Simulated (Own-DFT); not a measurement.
# Point defects and the pressure they add: zincblende GaAs

No measurement is shown. These are fixed-geometry runs of a retired plane-wave code named Own-DFT, which no person has reviewed; spin and spin-orbit coupling are neglected.

Common settings: PBE; PseudoDojo norm-conserving scalar-relativistic files; cutoff 42 hartree; 3 x 3 x 3 k mesh centred on Gamma; Fermi-Dirac smearing of 0.1 eV.

Known weak points (not all hold for every row): not probed for a lower state with spin; forces not confirmed at this smearing and k mesh; stress not checked against mesh or cutoff.

All runs share one cell, with vectors in Å (11.737, 0.000, 0.000); (0.000, 11.737, 0.000); (0.000, 0.000, 10.919) and a volume of 1504.3 Å³, strained against the parent crystal. The atoms are randomly displaced, by u rms on each axis. The defect's site can differ from row to row.

```
cell,formula,u (Å),P (GPa)
no defect,As32Ga32,0.0324,0.78
no defect,As32Ga32,0.0498,1.00
no defect,As32Ga32,0.0506,1.13
one As vacancy and one Ga vacancy,As31Ga31,0.0323,0.56
one As vacancy and one Ga vacancy,As31Ga31,0.0506,0.72
one As vacancy and one Ga vacancy,As31Ga31,0.0511,0.82
one In on a Ga site,As32Ga31In,0.0291,1.33
one In on a Ga site,As32Ga31In,0.0292,1.33
one In on a Ga site,As32Ga31In,0.0502,1.74
one P on an As site,As31Ga32P,0.0290,0.50
one P on an As site,As31Ga32P,0.0310,0.56
one P on an As site,As31Ga32P,0.0516,?
one P on an As site,As31Ga32P,0.0516,0.85
one Al on a Ga site,AlAs32Ga31,0.0301,0.74
one Al on a Ga site,AlAs32Ga31,0.0477,0.99
one Al on a Ga site,AlAs32Ga31,0.0490,1.04
```

## Fit

P = P0 + c u² + a shift for each defect gives P0 = 0.58 GPa, c = 191 ± 17 GPa/Å² and a scatter of 0.05 GPa. The shifts, and each times the cell's volume:

- one In on a Ga site: 0.61 ± 0.04 GPa, 5.8 eV
- one Al on a Ga site: -0.02 ± 0.04 GPa, -0.2 eV (not resolved)
- one P on an As site: -0.23 ± 0.04 GPa, -2.2 eV
- one As vacancy and one Ga vacancy: -0.28 ± 0.04 GPa, -2.6 eV

Positive is outwards. The product with the volume (160.2 GPa Å³ to the eV) is nearly free of the cell's size; divided by the bulk modulus at the cell's pressure it gives the volume that the defect adds. The atoms around the defects weren't relaxed, which would change these numbers.

## Prediction

Question: what pressure belongs in the blank (one P on an As site, u = 0.0516 Å)?

Estimate: 0.86 ± 0.06 GPa. The hidden result is 0.77 GPa.
